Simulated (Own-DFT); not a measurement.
# Computed records: Hf$_{36}$O$_{71}$ (tetragonal hafnia with one neutral oxygen vacancy, atoms displaced)

All values are calculated (Own-DFT development build). A calculation, not a measurement: plane-wave PBE and HSE06 DFT by an unreviewed code, no spin, of a simulated cell at Gamma alone, so results move with cell size and shape, stress positive in tension, energies less offsets, not probed for a lower state with spin; hafnium file: forces about 75 meV/angstrom off all-electron values; oxygen file: force components 24 meV/angstrom off all-electron in a glass; k mesh not checked against a denser one; forces and stress are PBE's, HSE06 gives the energy alone, and its difference from PBE has offsets of its own; offsets are fitted by least squares, one for each functional and potential file, so energies compare only between cells with the same atoms and settings and are not formation energies; the far tail of each file's local potential was reset to the Coulomb form; each entry is a single point on an unrelaxed cell, so the pressure reflects the starting lattice, taken from the Materials Project, from which strain is counted, and rises with the displacements; printed positions are rounded, which can move forces by about a meV/angstrom; the program is a retired in-house code; no spin-orbit coupling.

Common to all runs: first functional PBE; second functional HSE06; exact exchange share 0.25; screening 0.11 1/bohr; exchange divergence Gygi-Baldereschi; potential files PseudoDojo norm-conserving, scalar-relativistic, made for PBE, standard set; wave cutoff 48 hartree; occupations fixed; k mesh 1 x 1 x 1 centred on Gamma.

(1) Hf$_{36}$O$_{71}$ (tetragonal hafnia with one neutral oxygen vacancy, atoms displaced)

```cif
# cell vector a (Å): 10.7800 0.0000 0.0000
# cell vector b (Å): 0.0000 10.7800 0.0000
# cell vector c (Å): 0.0000 0.0000 10.4493
data_Hf36O71
_symmetry_space_group_name_H-M 'P 1'
_symmetry_Int_Tables_number 1
_cell_length_a 10.7800
_cell_length_b 10.7800
_cell_length_c 10.4493
_cell_angle_alpha 90.000
_cell_angle_beta 90.000
_cell_angle_gamma 90.000
_cell_volume 1214.30
loop_
_atom_site_label
_atom_site_type_symbol
_atom_site_fract_x
_atom_site_fract_y
_atom_site_fract_z
_atom_site_occupancy
Hf1 Hf 0.00147 0.99476 0.00091 1
Hf2 Hf 0.16633 0.16596 0.24718 1
O1 O 0.99561 0.15964 0.15204 1
O2 O 0.16723 0.99998 0.34889 1
O3 O 0.99944 0.16511 0.40017 1
O4 O 0.16466 0.99758 0.09987 1
Hf3 Hf 0.00073 0.00330 0.49521 1
Hf4 Hf 0.16763 0.17089 0.75204 1
O5 O 0.99753 0.16552 0.65292 1
O6 O 0.16659 0.99817 0.84865 1
O7 O 0.00087 0.16575 0.90003 1
O8 O 0.16264 0.00083 0.59706 1
Hf5 Hf 0.99942 0.33197 0.00298 1
Hf6 Hf 0.16385 0.50080 0.25548 1
O9 O 0.00332 0.50246 0.15497 1
O10 O 0.16508 0.33492 0.34371 1
O11 O 0.99815 0.49879 0.40371 1
O12 O 0.16834 0.33364 0.10105 1
Hf7 Hf 0.00037 0.33297 0.49989 1
Hf8 Hf 0.16590 0.50002 0.75117 1
O13 O 0.00410 0.50351 0.64690 1
O14 O 0.16167 0.33118 0.84328 1
O15 O 0.00074 0.49998 0.90546 1
O16 O 0.16942 0.33286 0.60073 1
Hf9 Hf 0.99815 0.66494 0.99969 1
Hf10 Hf 0.16327 0.83374 0.25145 1
O17 O 0.00108 0.82925 0.15352 1
O18 O 0.16390 0.66231 0.34390 1
O19 O 0.99917 0.83545 0.40245 1
O20 O 0.16384 0.67033 0.09800 1
Hf11 Hf 0.00259 0.66661 0.49870 1
Hf12 Hf 0.16519 0.83212 0.75586 1
O21 O 0.00098 0.83186 0.65456 1
O22 O 0.16897 0.66844 0.85141 1
O23 O 0.00444 0.83930 0.90058 1
O24 O 0.16407 0.66569 0.59727 1
Hf13 Hf 0.32933 0.00223 0.00210 1
Hf14 Hf 0.49804 0.16426 0.24784 1
O25 O 0.33349 0.16041 0.14983 1
O26 O 0.50248 0.99749 0.34149 1
O27 O 0.33344 0.17159 0.40504 1
O28 O 0.50059 0.00494 0.09627 1
Hf15 Hf 0.33667 0.99868 0.50036 1
Hf16 Hf 0.50408 0.17314 0.74688 1
O29 O 0.33430 0.16683 0.65581 1
O30 O 0.49821 0.99600 0.85168 1
O31 O 0.32794 0.16572 0.90047 1
O32 O 0.50269 0.99501 0.60276 1
Hf17 Hf 0.32727 0.33451 0.00191 1
Hf18 Hf 0.49881 0.49610 0.25195 1
O33 O 0.33313 0.49890 0.15550 1
O34 O 0.49830 0.33330 0.35326 1
O35 O 0.33357 0.49789 0.39508 1
O36 O 0.49958 0.33518 0.10103 1
Hf19 Hf 0.33061 0.33745 0.49753 1
Hf20 Hf 0.50107 0.50199 0.75117 1
O37 O 0.33762 0.49983 0.65321 1
O38 O 0.49469 0.33559 0.85088 1
O39 O 0.32910 0.49860 0.90061 1
O40 O 0.49925 0.32904 0.60326 1
Hf21 Hf 0.33309 0.66090 0.99732 1
Hf22 Hf 0.49988 0.83279 0.25330 1
O41 O 0.33583 0.82869 0.15611 1
O42 O 0.49773 0.66523 0.34392 1
O43 O 0.33448 0.83753 0.40699 1
O44 O 0.49578 0.66565 0.10384 1
Hf23 Hf 0.33399 0.67051 0.49876 1
Hf24 Hf 0.50494 0.83602 0.74791 1
O45 O 0.33877 0.83530 0.64529 1
O46 O 0.49684 0.66776 0.85292 1
O47 O 0.33548 0.83227 0.89849 1
O48 O 0.49585 0.67041 0.59625 1
Hf25 Hf 0.66726 0.00334 0.99617 1
Hf26 Hf 0.83325 0.16800 0.24713 1
O49 O 0.66390 0.16379 0.15120 1
O50 O 0.82977 0.99742 0.34658 1
O51 O 0.66922 0.17063 0.40008 1
O52 O 0.83088 0.00284 0.09975 1
Hf27 Hf 0.66343 0.99463 0.49963 1
Hf28 Hf 0.82989 0.17178 0.74516 1
O53 O 0.66421 0.16201 0.65183 1
O54 O 0.82847 0.00188 0.84895 1
O55 O 0.83439 0.00202 0.59663 1
Hf29 Hf 0.66284 0.32918 0.00107 1
Hf30 Hf 0.82784 0.49818 0.24334 1
O56 O 0.66701 0.49577 0.15174 1
O57 O 0.83122 0.33467 0.34948 1
O58 O 0.66383 0.49958 0.40344 1
O59 O 0.83611 0.32857 0.09965 1
Hf31 Hf 0.66761 0.33632 0.50306 1
Hf32 Hf 0.83513 0.50192 0.74839 1
O60 O 0.66761 0.50154 0.65342 1
O61 O 0.82880 0.33768 0.85002 1
O62 O 0.66579 0.49774 0.90040 1
O63 O 0.83517 0.33534 0.59741 1
Hf33 Hf 0.66626 0.66365 0.99706 1
Hf34 Hf 0.83378 0.83335 0.24840 1
O64 O 0.66509 0.83523 0.14788 1
O65 O 0.83810 0.66740 0.35224 1
O66 O 0.66782 0.83653 0.40173 1
O67 O 0.83126 0.66514 0.09700 1
Hf35 Hf 0.66748 0.66263 0.49961 1
Hf36 Hf 0.83561 0.83179 0.75267 1
O68 O 0.66802 0.83360 0.65470 1
O69 O 0.83451 0.66647 0.84416 1
O70 O 0.66698 0.83771 0.89950 1
O71 O 0.83519 0.66679 0.60038 1
```

```
PBE energy of cell above offsets : -100.577 eV
HSE06 less PBE above offsets     : -0.116 eV
PBE pressure                     : 0.4 GPa
PBE stress xx                    : 0.05 GPa
PBE stress yy                    : -0.51 GPa
PBE stress zz                    : -0.74 GPa
PBE stress yz                    : -0.73 GPa
PBE stress xz                    : -0.06 GPa
PBE stress xy                    : -0.02 GPa
```

Force:
```tsv
element	x (eV/Å)	y (eV/Å)	z (eV/Å)
Hf	-0.767	1.804	-0.072
Hf	-0.22	-0.225	0.535
O	1.408	0.607	-0.067
O	0.12	0.336	-0.414
O	0.038	0.927	-0.261
O	0.014	-0.015	0.259
Hf	-0.26	-0.501	1.182
Hf	-0.091	-1.86	-0.722
O	0.322	0.601	-0.223
O	0.052	0.423	0.184
O	-0.051	0.246	0.778
O	0.913	-0.012	-0.297
Hf	0.121	-0.662	-0.637
Hf	0.632	-0.151	-1.001
O	-1.224	-0.22	-0.534
O	-0.126	-0.867	0.772
O	0.333	-0.179	0.007
O	-0.913	-0.492	-0.422
Hf	0.279	-0.08	-0.151
Hf	0.534	0.306	-0.535
O	-0.606	-0.45	0.968
O	0.137	1.361	1.121
O	-0.009	-0.251	-0.409
O	-0.647	0.172	-0.5
Hf	0.849	0.432	0.585
Hf	0.87	-0.302	-0.375
O	-0.692	0.331	-0.448
O	0.146	1.508	1.03
O	0.414	-0.3	-0.23
O	0.24	-0.237	-0.468
Hf	-0.8	0.176	0.081
Hf	1.011	0.846	-1.148
O	-0.172	-0.227	0.141
O	-0.481	-0.836	-0.322
O	-0.578	-1.767	0.103
O	1.228	0.015	-0.006
Hf	1.262	-0.845	-0.92
Hf	0.509	0.27	0.345
O	-0.596	0.416	0.249
O	-0.271	0.999	1.269
O	-0.061	-0.856	-0.45
O	-0.38	-0.052	-0.064
Hf	-1.051	0.76	1.287
Hf	-1.423	-0.968	0.885
O	0.02	-0.242	-0.229
O	0.55	1.478	-0.573
O	-0.153	0.656	0.698
O	-0.253	0.363	-0.808
Hf	1.31	-0.418	-0.345
Hf	-0.546	0.313	-0.304
O	-0.469	-0.145	-0.68
O	0.213	-0.189	-0.409
O	-0.142	0.717	1.015
O	-0.502	-0.245	-0.284
Hf	0.856	-0.461	0.489
Hf	-0.199	-0.006	0.237
O	-0.77	0.108	-0.113
O	0.708	-0.186	0.102
O	-0.169	-0.498	0.077
O	0.429	0.396	-0.403
Hf	0.12	1.697	0.9
Hf	0.267	-0.729	-1.624
O	-0.811	0.583	0.166
O	0.153	0.079	1.032
O	-0.125	-0.911	-0.919
O	1.116	-0.453	-1.145
Hf	-0.238	-0.208	0.331
Hf	-1.189	0.218	0.804
O	-1.155	-0.154	0.752
O	0.458	-0.595	-0.523
O	-0.511	-0.035	0.773
O	1.256	-0.521	-0.066
Hf	-0.466	0.008	0.141
Hf	-0.877	-0.712	0.881
O	0.376	0.678	-0.529
O	0.287	0.461	-0.31
O	-0.312	-0.529	0.648
O	0.562	-0.436	-0.459
Hf	1.344	1.253	0.054
Hf	0.883	-1.121	0.724
O	0.659	0.606	0.209
O	-0.166	0.492	-0.267
O	-0.405	-0.136	-0.231
Hf	0.159	-0.219	-0.4
Hf	1.363	0.369	1.374
O	-0.319	0.183	-0.265
O	0.175	0.231	-0.392
O	0.169	0.171	-0.206
O	-0.604	0.347	-0.086
Hf	-0.575	-1.047	-0.837
Hf	0.244	-0.139	-0.23
O	-0.189	0.086	-0.325
O	0	-0.617	-0.244
O	-0.064	0.277	0.347
O	-0.324	-0.005	0.403
Hf	-1.334	1.171	0.449
Hf	-0.765	0.282	0.323
O	0.248	-0.381	0.56
O	-0.679	-0.437	-0.807
O	-0.301	-1.629	0.051
O	0.118	-0.178	-0.199
Hf	0.261	1.039	0.208
Hf	-0.222	1.26	-0.871
O	0.629	-0.249	-0.64
O	0.097	-0.187	0.922
O	0.258	-1.473	0.325
O	-0.459	-0.211	-0.376
```

(2) Hf$_{36}$O$_{71}$ (tetragonal hafnia with one neutral oxygen vacancy, atoms displaced)

```cif
# cell vector a (Å): 10.7800 0.0000 0.0000
# cell vector b (Å): 0.0000 10.7800 0.0000
# cell vector c (Å): 0.0000 0.0000 10.4493
data_Hf36O71
_symmetry_space_group_name_H-M 'P 1'
_symmetry_Int_Tables_number 1
_cell_length_a 10.7800
_cell_length_b 10.7800
_cell_length_c 10.4493
_cell_angle_alpha 90.000
_cell_angle_beta 90.000
_cell_angle_gamma 90.000
_cell_volume 1214.30
loop_
_atom_site_label
_atom_site_type_symbol
_atom_site_fract_x
_atom_site_fract_y
_atom_site_fract_z
_atom_site_occupancy
Hf1 Hf 0.99673 0.98943 0.99993 1
Hf2 Hf 0.16550 0.17337 0.25825 1
O1 O 0.98411 0.15707 0.14670 1
O2 O 0.16181 0.00258 0.34177 1
O3 O 0.00344 0.16704 0.39489 1
O4 O 0.16266 0.00888 0.09084 1
Hf3 Hf 0.98839 0.98988 0.49587 1
Hf4 Hf 0.16307 0.17134 0.74454 1
O5 O 0.00406 0.15814 0.66069 1
O6 O 0.17448 0.99486 0.85321 1
O7 O 0.00643 0.16786 0.90439 1
O8 O 0.17251 0.99699 0.59963 1
Hf5 Hf 0.00118 0.32777 0.99309 1
Hf6 Hf 0.16955 0.50495 0.24112 1
O9 O 0.99369 0.50130 0.15120 1
O10 O 0.16425 0.31306 0.34599 1
O11 O 0.01176 0.49172 0.41115 1
O12 O 0.17320 0.33006 0.10875 1
Hf7 Hf 0.99892 0.33026 0.50408 1
Hf8 Hf 0.15608 0.50210 0.73898 1
O13 O 0.99736 0.49273 0.66657 1
O14 O 0.15468 0.33967 0.84368 1
O15 O 0.00409 0.51475 0.90447 1
O16 O 0.16471 0.32885 0.59731 1
Hf9 Hf 0.98383 0.66970 0.99471 1
Hf10 Hf 0.16934 0.83045 0.24939 1
O17 O 0.99852 0.83449 0.15528 1
O18 O 0.15863 0.68337 0.34060 1
O19 O 0.00401 0.84426 0.39506 1
O20 O 0.16629 0.66523 0.09180 1
Hf11 Hf 0.99727 0.65921 0.49936 1
Hf12 Hf 0.15759 0.83006 0.74766 1
O21 O 0.99534 0.82660 0.64350 1
O22 O 0.16745 0.65995 0.84113 1
O23 O 0.98957 0.83930 0.90195 1
O24 O 0.16129 0.65993 0.58909 1
Hf13 Hf 0.34393 0.99302 0.99720 1
Hf14 Hf 0.49870 0.17747 0.26263 1
O25 O 0.33686 0.16724 0.15405 1
O26 O 0.50345 0.00638 0.34496 1
O27 O 0.31967 0.17829 0.40295 1
O28 O 0.49558 0.00443 0.09132 1
Hf15 Hf 0.33667 0.99589 0.49093 1
Hf16 Hf 0.49612 0.16966 0.73249 1
O29 O 0.33531 0.17102 0.64934 1
O30 O 0.49268 0.99765 0.84228 1
O31 O 0.33947 0.18181 0.90414 1
O32 O 0.50038 0.99306 0.59081 1
Hf17 Hf 0.32762 0.33595 0.00777 1
Hf18 Hf 0.50736 0.50340 0.24826 1
O33 O 0.33915 0.50417 0.15591 1
O34 O 0.49608 0.31849 0.35386 1
O35 O 0.32802 0.50680 0.41852 1
O36 O 0.49758 0.32327 0.09485 1
Hf19 Hf 0.32835 0.33301 0.49979 1
Hf20 Hf 0.50521 0.50391 0.74677 1
O37 O 0.32796 0.49846 0.65897 1
O38 O 0.49221 0.33729 0.85077 1
O39 O 0.31780 0.49318 0.89656 1
O40 O 0.48885 0.34024 0.58942 1
Hf21 Hf 0.33888 0.67091 0.00135 1
Hf22 Hf 0.50908 0.82661 0.24465 1
O41 O 0.33174 0.83006 0.15119 1
O42 O 0.50076 0.66665 0.34804 1
O43 O 0.32099 0.82822 0.39565 1
O44 O 0.51730 0.67391 0.10000 1
Hf23 Hf 0.33211 0.65467 0.50430 1
Hf24 Hf 0.49729 0.83341 0.74735 1
O45 O 0.32419 0.84097 0.65416 1
O46 O 0.49199 0.66812 0.85318 1
O47 O 0.34046 0.82964 0.89685 1
O48 O 0.49449 0.67072 0.60683 1
Hf25 Hf 0.66037 0.00585 0.99509 1
Hf26 Hf 0.81864 0.16887 0.24695 1
O49 O 0.67002 0.15735 0.15013 1
O50 O 0.67592 0.17265 0.40605 1
O51 O 0.82946 0.99492 0.10904 1
Hf27 Hf 0.67066 0.99764 0.50642 1
Hf28 Hf 0.83217 0.17365 0.75559 1
O52 O 0.66666 0.17726 0.64557 1
O53 O 0.83245 0.99849 0.84097 1
O54 O 0.68092 0.17314 0.88715 1
O55 O 0.83734 0.00131 0.59615 1
Hf29 Hf 0.66419 0.33526 0.99166 1
Hf30 Hf 0.83577 0.50353 0.23616 1
O56 O 0.67281 0.49767 0.15897 1
O57 O 0.84020 0.33368 0.34692 1
O58 O 0.65549 0.49256 0.41130 1
O59 O 0.83581 0.33129 0.08448 1
Hf31 Hf 0.68045 0.34808 0.50798 1
Hf32 Hf 0.82501 0.49301 0.73947 1
O60 O 0.68162 0.49900 0.65058 1
O61 O 0.83106 0.34092 0.84520 1
O62 O 0.66404 0.49894 0.89066 1
O63 O 0.83833 0.32480 0.60459 1
Hf33 Hf 0.65706 0.65911 0.98756 1
Hf34 Hf 0.81573 0.83887 0.23994 1
O64 O 0.66455 0.83942 0.14693 1
O65 O 0.83391 0.66507 0.33400 1
O66 O 0.66974 0.82755 0.40781 1
O67 O 0.83675 0.67150 0.10429 1
Hf35 Hf 0.66502 0.67035 0.49150 1
Hf36 Hf 0.83300 0.83931 0.73275 1
O68 O 0.65537 0.83955 0.66808 1
O69 O 0.84886 0.67714 0.85580 1
O70 O 0.67008 0.83662 0.88683 1
O71 O 0.82811 0.67730 0.58417 1
```

```
PBE energy of cell above offsets : -87.555 eV
HSE06 less PBE above offsets     : 0.576 eV
PBE pressure                     : 5.84 GPa
PBE stress xx                    : -7.64 GPa
PBE stress yy                    : -3.98 GPa
PBE stress zz                    : -5.9 GPa
PBE stress yz                    : -2.2 GPa
PBE stress xz                    : -0.66 GPa
PBE stress xy                    : -0.04 GPa
```

Force:
```tsv
element	x (eV/Å)	y (eV/Å)	z (eV/Å)
Hf	1.593	2.773	2.316
Hf	-0.787	-6.661	-4.955
O	0.764	1.352	0.601
O	1.101	-0.651	0.637
O	-1.347	-0.663	1.993
O	1.058	-0.924	-0.362
Hf	4.431	2.621	-1.225
Hf	1.421	-1.444	2.057
O	-1.847	0.599	-0.993
O	-0.497	0.101	-1.529
O	-0.827	-0.725	-0.891
O	-1.093	0.351	-0.86
Hf	1.367	0.863	0.727
Hf	-1.782	0.123	0.198
O	2.334	-0.236	0.103
O	-0.077	9.156	3.276
O	0.152	1.208	-0.407
O	-2.248	1.173	-0.376
Hf	1.001	-2.308	-1.902
Hf	3.468	-0.062	4.138
O	-3.34	0.426	-3.438
O	-0.467	-0.908	0.072
O	-0.39	-3.125	0.058
O	-0.347	0.261	0.029
Hf	2.573	0.829	0.573
Hf	-1.464	4.399	-1.646
O	-0.71	0.047	-0.585
O	-0.465	-5.828	1.622
O	-1.358	-2.592	0.541
O	0.587	-0.702	0.292
Hf	0.702	2.003	-1.985
Hf	1.508	1.502	0.772
O	0.702	0.025	-0.27
O	0.167	2.384	-0.451
O	1.013	-1.476	-1.644
O	-0.082	-0.198	0.253
Hf	-4.417	2.291	-0.764
Hf	-0.731	-4.393	-4.332
O	0.172	0.025	0.92
O	-0.157	-1.779	0.279
O	1.459	-2.937	0.159
O	2.518	-0.957	0.597
Hf	-2.486	-0.307	0.084
Hf	-0.418	0.422	2.434
O	-0.438	-0.086	-0.592
O	0.682	1.726	0.017
O	-0.403	-1.943	-0.424
O	-0.135	0.645	0.442
Hf	0.897	-1.064	-1.883
Hf	-0.395	-1.729	0.728
O	0.826	0.403	0.534
O	-0.062	6.518	1.298
O	-0.268	-3.184	-3.696
O	1.893	1.416	0.73
Hf	-0.557	-0.422	0.49
Hf	-3.181	-1.477	0.563
O	1.399	0.687	-0.84
O	2.026	0.477	-1.647
O	1.474	1.456	1.839
O	3.059	0.522	1.375
Hf	-2.419	-0.8	-1.303
Hf	-2.929	2.506	0.703
O	2.354	-0.378	-0.827
O	0.338	-0.477	-0.031
O	1.65	0.113	1.033
O	-2.406	-0.871	1.081
Hf	-0.721	4.845	1.853
Hf	-3.228	0.47	1.064
O	1.025	-0.938	-0.355
O	1.275	-1.41	0.165
O	-0.092	-0.573	1.077
O	1.563	-0.874	-0.886
Hf	1.078	-0.43	-0.269
Hf	3.547	-1.04	1.187
O	-2.614	0.702	-1.407
O	0.106	-0.347	0.256
O	-1.052	-0.53	-1.189
Hf	-0.463	2.072	-1.715
Hf	0.628	-1.447	-0.412
O	-0.079	-0.61	0.37
O	-0.113	0.951	0.021
O	-1.141	-0.499	1.808
O	-2.276	-0.484	0.649
Hf	-0.322	-1.586	0.474
Hf	1.585	-0.766	1.905
O	-2.419	-0.11	-1.855
O	-0.796	1.737	0.247
O	-0.537	3.13	-2.032
O	-1.837	0.652	0.485
Hf	-1.655	-5.307	-0.722
Hf	5.72	1.742	5.023
O	-5.193	0.155	-2.549
O	0.335	-0.187	0.262
O	-0.031	0.569	0.254
O	0.162	0.891	0.262
Hf	3.535	2.876	-1.222
Hf	4.884	0.765	1.22
O	-1.573	-0.077	-0.996
O	-0.464	-0.438	1.715
O	-0.239	1.477	-1.269
O	-3.226	-0.611	-0.792
Hf	-0.531	-1.413	1.048
Hf	-0.4	-0.432	3.642
O	3.077	-0.151	-3.881
O	-2.601	-1.332	-2.717
O	-0.814	-1.039	2.778
O	-0.27	-0.501	0.798
```
